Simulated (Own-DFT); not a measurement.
# Which defects push the lattice out? monoclinic HfO2

Source: density functional calculations with Own-DFT, an unreviewed in-house program that is no longer used. Nothing was measured or relaxed, and spin and spin-orbit coupling are left out.

Settings: PBE; PseudoDojo norm-conserving scalar-relativistic files; cutoff 72 hartree; 2 x 2 x 2 k mesh centred on Gamma; Fermi-Dirac smearing of 0.1 eV.

Caveats (not all hold for every row): not probed for a lower state with spin; hafnium file: forces about 75 meV/angstrom off all-electron values; oxygen file: force components 24 meV/angstrom off all-electron in a glass; forces on such cells passed a denser k mesh, each cell not checked; stress not checked against mesh or cutoff.

All runs share one cell, with vectors in Å (10.234, 0.000, 0.000); (0.000, 10.350, 0.000); (-1.696, 0.000, 10.445) and a volume of 1106.4 Å³. Atoms were moved at random from their sites; u is the rms move along one axis. The defect's site can differ from row to row.

| cell | formula | u (Å) | P (GPa) |
|---|---|---|---|
| no defect | Hf32O64 | 0.0209 | 3.89 |
| no defect | Hf32O64 | 0.0218 | 4.00 |
| no defect | Hf32O64 | 0.0508 | 6.01 |
| two O vacancies | Hf32O62 | 0.0296 | 3.74 |
| two O vacancies | Hf32O62 | 0.0299 | 3.76 |
| two O vacancies | Hf32O62 | 0.0529 | 5.18 |
| one Si on a Hf site | Hf31O64Si | 0.0298 | 3.23 |
| one Si on a Hf site | Hf31O64Si | 0.0313 | 2.66 |
| one Si on a Hf site | Hf31O64Si | 0.0474 | 3.91 |
| two Al on a Hf site each and one O vacancy | Al2Hf30O63 | 0.0270 | 1.59 |
| two Al on a Hf site each and one O vacancy | Al2Hf30O63 | 0.0296 | ? |
| two Al on a Hf site each and one O vacancy | Al2Hf30O63 | 0.0497 | 3.25 |
| two Al on a Hf site each and one O vacancy | Al2Hf30O63 | 0.0503 | 3.33 |

## Worked fit

P = P0 + c u² + a shift for each defect gives P0 = 3.62 GPa, c = 873 ± 72 GPa/Å² and a scatter of 0.21 GPa. The shifts, and each times the cell's volume:

- two O vacancies: -0.72 ± 0.18 GPa, -5.0 eV (-2.5 eV for each of its 2 sites)
- one Si on a Hf site: -1.55 ± 0.17 GPa, -10.7 eV
- two Al on a Hf site each and one O vacancy: -2.56 ± 0.18 GPa, -17.7 eV

Positive is outwards. The product with the volume (160.2 GPa Å³ to the eV) is nearly free of the cell's size; divided by the bulk modulus at the cell's pressure it gives the volume that the defect adds. The atoms around the defects weren't relaxed, which would change these numbers.

## Check

Question: what pressure belongs in the blank (two Al on a Hf site each and one O vacancy, u = 0.0296 Å)?

The fit gives 1.82 ± 0.26 GPa. The calculation gave 1.71 GPa.
